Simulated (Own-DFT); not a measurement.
# Which defects push the lattice out? C40 NbSi2

Source: density functional calculations with Own-DFT, an unreviewed in-house program that is no longer used. Nothing was measured or relaxed, and spin and spin-orbit coupling are left out.

All runs used: PBE; PseudoDojo norm-conserving scalar-relativistic files; cutoff 42 hartree; 4 x 4 x 5 k mesh centred on Gamma; cold (Marzari-Vanderbilt) smearing of 0.2 eV.

Keep in mind: forces on such cells failed a check on a denser k mesh; stress not checked against mesh or cutoff.

All runs share one cell, with vectors in Å (0.000, 8.324, 0.000); (-9.613, 0.000, 0.000); (0.000, 0.000, 6.586) and a volume of 527.0 Å³. Atoms were moved at random from their sites; u is the rms move along one axis. The defect's site can differ from row to row.

```
                    cell   formula   u (Å)  P (GPa)
               no defect  Nb12Si24  0.0209     1.57
               no defect  Nb12Si24  0.0479     2.42
               no defect  Nb12Si24  0.0480     2.35
two Nb on a Si site each  Nb14Si22  0.0260     7.57
two Nb on a Si site each  Nb14Si22  0.0306     7.83
two Nb on a Si site each  Nb14Si22  0.0491     8.28
two Si on a Nb site each  Nb10Si26  0.0257     1.69
two Si on a Nb site each  Nb10Si26  0.0269        ?
two Si on a Nb site each  Nb10Si26  0.0515     2.41
two Si on a Nb site each  Nb10Si26  0.0582     3.08
          one Si vacancy  Nb12Si23  0.0329     1.07
          one Si vacancy  Nb12Si23  0.0425     1.51
          one Si vacancy  Nb12Si23  0.0511     2.28
```

## What the rows give

P = P0 + c u² + a shift for each defect gives P0 = 1.29 GPa, c = 488 ± 59 GPa/Å² and a scatter of 0.18 GPa. The shifts, and each times the cell's volume:

- two Nb on a Si site each: 5.94 ± 0.15 GPa, 19.6 eV (9.8 eV for each of its 2 sites)
- two Si on a Nb site each: 0.01 ± 0.15 GPa, 0.0 eV (0.0 eV for each of its 2 sites) (not resolved)
- one Si vacancy: -0.57 ± 0.15 GPa, -1.9 eV

Against the defect-free cell, a freed cell would be larger where the shift is positive and smaller where it is negative (160.2 GPa Å³ is 1 eV). The atoms around the defects weren't relaxed, which would change these numbers.

## Withheld run

Asked: what pressure belongs in the blank (two Si on a Nb site each, u = 0.0269 Å)?

From the fit: 1.66 ± 0.22 GPa. The hidden result is 1.79 GPa.
